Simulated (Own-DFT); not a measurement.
# Computed records: Si₁₂O₂₃ (quartz with two neutral oxygen vacancies, atoms displaced)

Computed with Own-DFT development build. A calculation, not a measurement: plane-wave PBE and HSE06 DFT by an unreviewed code, no spin, of a simulated cell at Gamma alone, so results move with cell size and shape, stress positive in tension, energies less offsets, not probed for a lower state with spin; oxygen file: force components 24 meV/angstrom off all-electron in a glass; k mesh not checked against a denser one; forces and stress are PBE's, HSE06 gives the energy alone, and its difference from PBE has offsets of its own; offsets are fitted by least squares, one for each functional and potential file, so energies compare only between cells with the same atoms and settings and are not formation energies; the far tail of each file's local potential was reset to the Coulomb form; each entry is a single point on an unrelaxed cell, so the pressure reflects the starting lattice, mostly measured values (interpolated for alloys), from which strain is counted, and rises with the displacements; printed positions are rounded, which can move forces by about a meV/angstrom; the program, named Own-DFT, is a retired in-house code; no spin-orbit coupling.

Settings shared by all entries: first functional PBE; second functional HSE06; exact exchange share 0.25; screening 0.11 1/bohr; exchange divergence Gygi-Baldereschi; potential files PseudoDojo norm-conserving, scalar-relativistic, made for PBE, standard set; wave cutoff 48 hartree; occupations fixed; k mesh 1 x 1 x 1 centred on Gamma.

(1) Si₁₂O₂₃ (quartz with two neutral oxygen vacancies, atoms displaced)

```
Si12O23
1.0
      9.8268     0.0000     0.0000
     -4.9134     8.5103     0.0000
      0.0000     0.0000    10.8104
Si O Si O Si O Si O Si O Si O Si O Si O
3 6 3 6 3 6 3 6 3 6 3 4 3 6 3 6
Direct
  0.23782 0.00605 0.99661
  0.00071 0.23376 0.32608
  0.27290 0.26815 0.17060
  0.20981 0.13777 0.05978
  0.42701 0.29286 0.22251
  0.36523 0.07062 0.39039
  0.07346 0.36155 0.43986
  0.13260 0.20879 0.27075
  0.29192 0.42610 0.10565
  0.23528 0.99496 0.50452
  0.99536 0.23410 0.83214
  0.27316 0.26319 0.66080
  0.20019 0.12722 0.55272
  0.42684 0.29384 0.72677
  0.36581 0.07210 0.89321
  0.06642 0.36025 0.94116
  0.13617 0.20354 0.77373
  0.29483 0.42712 0.60717
  0.23274 0.49908 0.00120
  0.99891 0.73593 0.33290
  0.26135 0.76437 0.16751
  0.20760 0.64037 0.05732
  0.42582 0.79166 0.22458
  0.36589 0.57521 0.39311
  0.06995 0.86622 0.43811
  0.13368 0.70438 0.27268
  0.28899 0.92806 0.10502
  0.23379 0.50425 0.49430
  0.00455 0.73768 0.83150
  0.26228 0.76826 0.66998
  0.20035 0.63402 0.55936
  0.42751 0.79883 0.72459
  0.37077 0.57718 0.89297
  0.07639 0.87031 0.93302
  0.13093 0.70184 0.77518
  0.29106 0.92770 0.61083
  0.73429 0.99984 0.00195
  0.50331 0.23640 0.33325
  0.76687 0.26538 0.16691
  0.71308 0.14065 0.06044
  0.92665 0.29670 0.22557
  0.86623 0.07516 0.39859
  0.56877 0.36609 0.43885
  0.63566 0.20701 0.27721
  0.79743 0.43346 0.10373
  0.73520 0.00130 0.49969
  0.50064 0.23401 0.83366
  0.76067 0.26440 0.66576
  0.69773 0.12877 0.56170
  0.87045 0.07767 0.89209
  0.57619 0.36671 0.94209
  0.79301 0.41926 0.61331
  0.74236 0.50796 0.99743
  0.50046 0.73681 0.33469
  0.76836 0.76134 0.16924
  0.70171 0.63131 0.06063
  0.92864 0.79277 0.22699
  0.86558 0.57607 0.39719
  0.57679 0.86751 0.43758
  0.63286 0.70751 0.27214
  0.79086 0.93145 0.11182
  0.73612 0.49341 0.50470
  0.49546 0.73643 0.83940
  0.76785 0.77239 0.66590
  0.70112 0.63033 0.56313
  0.92614 0.79346 0.72473
  0.87210 0.57239 0.89423
  0.57080 0.86581 0.93950
  0.63518 0.71321 0.77610
  0.79170 0.92562 0.60944
```

| Quantity | Value |
| --- | --- |
| PBE energy of cell above offsets | -21.439 eV |
| HSE06 less PBE above offsets | 0.077 eV |
| PBE pressure | 6.58 GPa |
| PBE stress xx | -5.62 GPa |
| PBE stress yy | -7.6 GPa |
| PBE stress zz | -6.52 GPa |
| PBE stress yz | 0.19 GPa |
| PBE stress xz | -0.41 GPa |
| PBE stress xy | -0.25 GPa |

Force:
```
element  x (eV/Å)  y (eV/Å)  z (eV/Å)
     Si    -1.286    -1.227     1.442
     Si    -1.403    -0.038     2.935
     Si    -3.596    -0.702    -2.828
      O    -0.314     0.156     0.078
      O     3.775      0.59     2.081
      O    -0.024    -0.172     0.504
      O    -0.458     0.024    -0.536
      O     1.693    -0.601    -0.446
      O     0.399      0.14     0.741
     Si    -1.164     0.732    -3.561
     Si     0.562     1.394    -3.878
     Si    -3.956    -0.146     0.263
      O    -0.164     1.279     1.047
      O     1.267     0.434     0.098
      O      1.08     0.317    -1.327
      O     0.535     2.096     1.265
      O    -0.428     0.292    -0.436
      O    -0.634     0.625    -1.248
     Si    -0.546     0.332    -1.136
     Si     1.552    -1.007     0.833
     Si     0.975       1.7    -0.963
      O     0.391     -1.61    -1.099
      O     -0.04     0.218     0.113
      O     0.782     0.223    -1.057
      O     0.614     0.772     1.001
      O    -1.512    -0.539     1.476
      O      0.52    -0.485     0.789
     Si     0.121    -1.516     3.143
     Si    -2.075    -0.841    -0.095
     Si     1.733     -1.87    -0.633
      O     0.024     0.332     0.089
      O     0.327    -0.203     0.771
      O    -1.739    -3.062     1.766
      O    -0.146     1.052     1.231
      O     0.926    -0.365    -0.247
      O     0.594     0.343     0.904
     Si     0.177     0.621    -1.235
     Si    -1.307     -1.27    -0.208
     Si    -1.998     2.149      -0.3
      O    -0.203    -1.518    -1.368
      O     1.034     0.399     0.187
      O     1.405     1.211    -2.127
      O     0.697     1.089     1.276
      O     1.008     0.042    -0.728
      O     1.055    -1.409      1.81
     Si    -0.311    -0.465     1.645
     Si     3.131      0.73    -1.473
     Si     1.886    -5.042     6.203
      O    -0.175    -0.331    -0.734
      O    -1.531    -3.395     1.987
      O    -0.208     0.235     0.064
      O    -1.552     5.067    -2.788
     Si    -1.272    -1.903     0.237
     Si       0.1    -0.295    -1.585
     Si     -2.59     1.343    -1.273
      O    -0.043     0.679    -0.031
      O     0.091     0.611    -0.842
      O     0.393    -0.569    -0.278
      O    -0.547     0.381      0.82
      O     0.259    -0.406     0.437
      O     1.246    -1.431     0.858
     Si    -2.246       1.7    -0.029
     Si     1.682     0.745    -4.454
     Si    -0.262    -3.825     1.619
      O      0.94    -0.807    -0.371
      O     1.219     0.091      0.32
      O     0.771     1.175    -1.356
      O     0.143     2.548      2.41
      O    -0.167     0.083     0.073
      O    -1.213     3.101    -1.845
```

(2) Si₁₂O₂₃ (quartz with two neutral oxygen vacancies, atoms displaced)

```
Si12O23
1.0
      9.8268     0.0000     0.0000
     -4.9134     8.5103     0.0000
      0.0000     0.0000    10.8104
Si O Si O Si O Si O Si O Si O Si O Si O
3 6 3 6 3 6 3 6 3 4 3 6 3 6 3 6
Direct
  0.23821 0.00088 0.00003
  0.99716 0.23228 0.33204
  0.26511 0.26806 0.16944
  0.20853 0.13400 0.05932
  0.43039 0.29836 0.22251
  0.36935 0.07691 0.38743
  0.07477 0.36948 0.44052
  0.13830 0.20803 0.27598
  0.29845 0.42913 0.11062
  0.23400 0.99947 0.49808
  0.00013 0.23477 0.82969
  0.26488 0.27474 0.66772
  0.20824 0.13009 0.55538
  0.42228 0.29688 0.72592
  0.36271 0.07176 0.89583
  0.06582 0.36397 0.93902
  0.13236 0.20602 0.77121
  0.29582 0.42882 0.60405
  0.22983 0.49768 0.00220
  0.99811 0.73416 0.33444
  0.26463 0.75946 0.17572
  0.20329 0.63140 0.05686
  0.42972 0.78902 0.22378
  0.36260 0.57084 0.39632
  0.06842 0.86569 0.44266
  0.13440 0.71068 0.27259
  0.29424 0.93050 0.10596
  0.23721 0.50429 0.49901
  0.99698 0.72708 0.83072
  0.26639 0.76691 0.66636
  0.20151 0.63421 0.55907
  0.43012 0.79502 0.72014
  0.36601 0.57378 0.89209
  0.07264 0.86502 0.93865
  0.13808 0.70768 0.77191
  0.29412 0.93065 0.60286
  0.73467 0.99981 0.00654
  0.50110 0.23429 0.33496
  0.76239 0.26407 0.16298
  0.71189 0.13736 0.05732
  0.87129 0.07690 0.39565
  0.57184 0.36528 0.44005
  0.63015 0.20807 0.27270
  0.73628 0.99787 0.50333
  0.49796 0.23657 0.83150
  0.76635 0.27050 0.66580
  0.70987 0.13009 0.55776
  0.93093 0.29391 0.72477
  0.86422 0.07316 0.89451
  0.57526 0.36622 0.93824
  0.63795 0.21035 0.77481
  0.78588 0.42112 0.60657
  0.73037 0.50046 0.00039
  0.49890 0.73412 0.33563
  0.76876 0.76427 0.16874
  0.70578 0.63468 0.05678
  0.92890 0.79584 0.22210
  0.87068 0.57687 0.39236
  0.57453 0.87012 0.44140
  0.62515 0.70060 0.27464
  0.79113 0.92393 0.10815
  0.73669 0.50250 0.49816
  0.49919 0.73820 0.83353
  0.76815 0.76672 0.66805
  0.70578 0.62665 0.55954
  0.93281 0.79604 0.72878
  0.86172 0.56281 0.89551
  0.57216 0.86179 0.94111
  0.63611 0.70510 0.77533
  0.79145 0.92451 0.60714
```

| Property | Result |
| --- | --- |
| PBE energy of cell above offsets | -21.405 eV |
| HSE06 less PBE above offsets | 0.084 eV |
| PBE pressure | 6.87 GPa |
| PBE stress xx | -7.63 GPa |
| PBE stress yy | -6.73 GPa |
| PBE stress zz | -6.24 GPa |
| PBE stress yz | 0.82 GPa |
| PBE stress xz | 1.69 GPa |
| PBE stress xy | 0.66 GPa |

Force:
```
element  x (eV/Å)  y (eV/Å)  z (eV/Å)
     Si    -2.594    -1.202     0.785
     Si    -1.017     2.396    -1.657
     Si     1.792    -1.457    -1.377
      O    -0.789     0.841     0.544
      O     1.045    -0.151     1.166
      O    -1.452    -3.127     1.648
      O    -0.481    -0.563    -0.428
      O    -1.183    -0.568     1.031
      O    -1.472     1.547    -1.328
     Si     0.702      0.55    -1.566
     Si    -0.568    -1.153     1.903
     Si     1.016    -3.766    -1.823
      O    -1.767     3.206     2.192
      O      1.68     0.137     0.761
      O     2.202         2    -2.955
      O     0.685     0.821      0.77
      O     0.105     -0.38     0.318
      O    -0.514      1.77    -0.308
     Si     1.547    -0.772    -1.086
     Si     0.292     2.287    -0.854
     Si     0.025     2.377     -5.56
      O     -0.89     1.588     1.922
      O    -0.101     0.339     0.184
      O     1.861     1.777    -2.297
      O    -0.148    -0.481    -0.616
      O    -1.425    -1.115       2.2
      O     1.989    -2.632     2.472
     Si    -2.135    -1.209     1.599
     Si     0.913     0.691     2.603
     Si    -0.055     0.896    -1.403
      O     0.165    -0.093     -0.24
      O     0.673     0.204     0.424
      O    -0.606    -0.707     0.391
      O     0.042    -0.644    -0.266
      O    -0.909    -0.713     1.051
      O     1.396    -1.276     1.407
     Si     0.292    -0.767    -3.043
     Si    -1.668     1.984    -2.139
     Si     0.708      3.56     1.613
      O    -0.902    -0.854    -0.593
      O    -0.432    -2.427     1.088
      O     0.359     1.165     0.822
      O     1.873    -0.501    -0.775
     Si     0.226     0.703    -1.966
     Si      0.15    -1.024      0.04
     Si      2.04    -3.541     0.407
      O     -1.48     2.386     1.772
      O    -1.599     0.601    -1.555
      O     0.192     -0.07    -0.166
      O    -1.363     -0.52     -0.19
      O    -0.963     -0.36     0.315
      O    -0.437     2.668    -1.224
     Si     2.143    -2.301     2.003
     Si    -0.062     0.046       0.9
     Si    -3.065     -0.92    -0.514
      O    -0.804     1.143     0.985
      O     2.031    -0.091      1.47
      O     -0.56     -1.99     0.542
      O    -0.542    -1.118    -0.646
      O     2.597      0.16    -1.123
      O     0.538    -0.075     1.069
     Si     0.416    -2.349    -0.769
     Si     0.889    -1.316    -0.989
     Si     0.326    -1.426     0.062
      O    -1.468       2.9     1.728
      O    -1.438     0.035    -1.628
      O     1.333     1.368    -1.644
      O     0.119     1.719     1.471
      O    -0.612     0.091     0.106
      O     1.143    -0.296     0.959
```

(3) Si₁₂O₂₃ (quartz with two neutral oxygen vacancies, atoms displaced)

```
Si12O23
1.0
      9.8268     0.0000     0.0000
     -4.9134     8.5103     0.0000
      0.0000     0.0000    10.8104
Si O Si O Si O Si O Si O Si O Si O Si O
3 5 3 6 3 6 3 5 3 6 3 6 3 6 3 6
Direct
  0.24044 0.99939 0.99668
  0.99673 0.23190 0.33388
  0.26602 0.25939 0.16735
  0.42851 0.28999 0.22791
  0.36959 0.07744 0.39611
  0.07472 0.36928 0.44211
  0.12917 0.20026 0.27680
  0.29660 0.42662 0.10973
  0.23756 0.99834 0.50425
  0.00014 0.22945 0.83160
  0.26776 0.26483 0.66579
  0.20978 0.13539 0.55588
  0.42724 0.29014 0.72795
  0.36947 0.07157 0.88611
  0.07187 0.36894 0.93829
  0.13294 0.20512 0.77327
  0.30426 0.43224 0.60621
  0.23457 0.49587 0.99874
  0.00564 0.73848 0.33466
  0.26115 0.76392 0.16857
  0.20389 0.63106 0.06188
  0.43213 0.79665 0.22882
  0.37077 0.56864 0.39450
  0.06582 0.86125 0.43845
  0.13636 0.70644 0.27786
  0.29053 0.92413 0.10676
  0.23350 0.49911 0.50339
  0.99954 0.74140 0.82962
  0.26158 0.76754 0.66194
  0.20445 0.63471 0.55905
  0.43111 0.79325 0.72242
  0.36839 0.56825 0.89674
  0.13713 0.70921 0.77086
  0.29327 0.92677 0.60713
  0.73574 0.00035 0.00029
  0.50149 0.23108 0.33193
  0.76197 0.26269 0.16750
  0.70697 0.13593 0.05595
  0.92358 0.29213 0.22491
  0.87108 0.08062 0.39720
  0.57304 0.36686 0.43798
  0.62976 0.20999 0.27716
  0.79309 0.42456 0.10251
  0.72942 0.99805 0.50124
  0.49766 0.23865 0.82758
  0.76420 0.26632 0.66279
  0.70789 0.13589 0.55540
  0.93045 0.29568 0.72177
  0.86894 0.07480 0.89024
  0.57020 0.36943 0.93859
  0.63355 0.20509 0.77403
  0.79218 0.42803 0.60458
  0.74049 0.50426 0.00237
  0.49894 0.73356 0.32298
  0.76813 0.76949 0.16957
  0.70492 0.63294 0.05975
  0.93193 0.79128 0.22659
  0.86302 0.57536 0.39267
  0.58171 0.86821 0.44215
  0.63396 0.70912 0.27296
  0.79348 0.93119 0.10789
  0.73772 0.50237 0.50295
  0.50241 0.74147 0.82978
  0.76919 0.76398 0.66504
  0.70547 0.62876 0.56761
  0.92982 0.79404 0.71961
  0.87019 0.56946 0.89154
  0.57292 0.86883 0.94084
  0.62881 0.70473 0.77483
  0.78955 0.92595 0.60549
```

| Item | Value |
| --- | --- |
| PBE energy of cell above offsets | -20.967 eV |
| HSE06 less PBE above offsets | 0.135 eV |
| PBE pressure | 7 GPa |
| PBE stress xx | -8.63 GPa |
| PBE stress yy | -5.16 GPa |
| PBE stress zz | -7.22 GPa |
| PBE stress yz | 2.12 GPa |
| PBE stress xz | -1.64 GPa |
| PBE stress xy | 2.17 GPa |

Force:
```
element  x (eV/Å)  y (eV/Å)  z (eV/Å)
     Si    -3.085     0.556    -0.628
     Si     0.498     2.686     -0.29
     Si    -0.321    -1.314    -1.148
      O    -0.566     0.502    -0.759
      O    -0.513    -2.193     0.729
      O    -0.735    -1.034    -0.793
      O     1.058     0.115    -0.931
      O    -0.191    -0.391    -0.049
     Si    -2.068       0.4    -3.321
     Si    -1.617     3.309    -0.504
     Si    -0.939     0.597    -0.357
      O    -0.428     0.135     0.628
      O    -3.054     1.526     -3.79
      O    -0.027    -0.414     0.281
      O    -0.256    -1.229    -0.501
      O     1.931    -0.242    -0.898
      O    -0.002    -0.691     0.785
     Si     -0.25     0.707     1.108
     Si    -1.089     -2.98    -0.761
     Si     1.852    -0.595    -0.661
      O     0.294    -0.155     0.076
      O    -4.063     1.441    -3.654
      O    -0.365     1.023     -0.39
      O     1.498     3.796     3.513
      O     0.506    -0.344     0.303
      O     0.698      0.06     0.611
     Si     1.414     0.838    -1.221
     Si     2.641      0.08     3.124
     Si     3.061    -1.558     2.168
      O    -0.114    -0.364    -0.721
      O    -2.498     0.523    -1.703
      O     0.768     1.968    -1.517
      O    -1.291    -0.316     0.833
      O     0.391     1.306     0.378
     Si    -0.444     0.745    -1.202
     Si     -3.63     2.199     2.734
     Si    -0.594     0.257     -0.43
      O    -0.307    -0.054     0.371
      O     0.871     0.069     0.631
      O    -1.111    -2.651     1.144
      O      0.36       0.7     0.804
      O     5.461    -0.919    -2.807
      O     0.913    -0.576     1.643
     Si      2.59     2.178    -0.001
     Si     4.264    -0.705     4.454
     Si     0.805    -0.428     1.463
      O    -1.028     0.632     0.348
      O     0.024    -0.369     0.231
      O    -0.852    -2.344     1.351
      O     0.638     0.412     0.117
      O     0.174     0.316    -0.635
      O     1.353    -0.474     1.572
     Si    -1.692    -1.223    -2.335
     Si     1.033    -1.378     6.866
     Si     1.043    -0.793    -1.155
      O    -0.238      1.49     0.958
      O     -1.45     0.592    -1.447
      O     0.745     0.426    -0.525
      O    -2.752    -3.878    -3.216
      O     1.807    -0.392    -0.517
      O     1.001    -0.481     0.935
     Si    -1.753        -1    -2.742
     Si    -0.478    -2.324     2.218
     Si    -3.829     1.095      1.11
      O    -0.559    -0.561    -1.115
      O     0.609     0.835     -0.26
      O     0.014     1.154    -0.415
      O    -0.224    -0.042     0.014
      O     2.886     0.351    -1.378
      O     1.216     -0.61     1.276
```
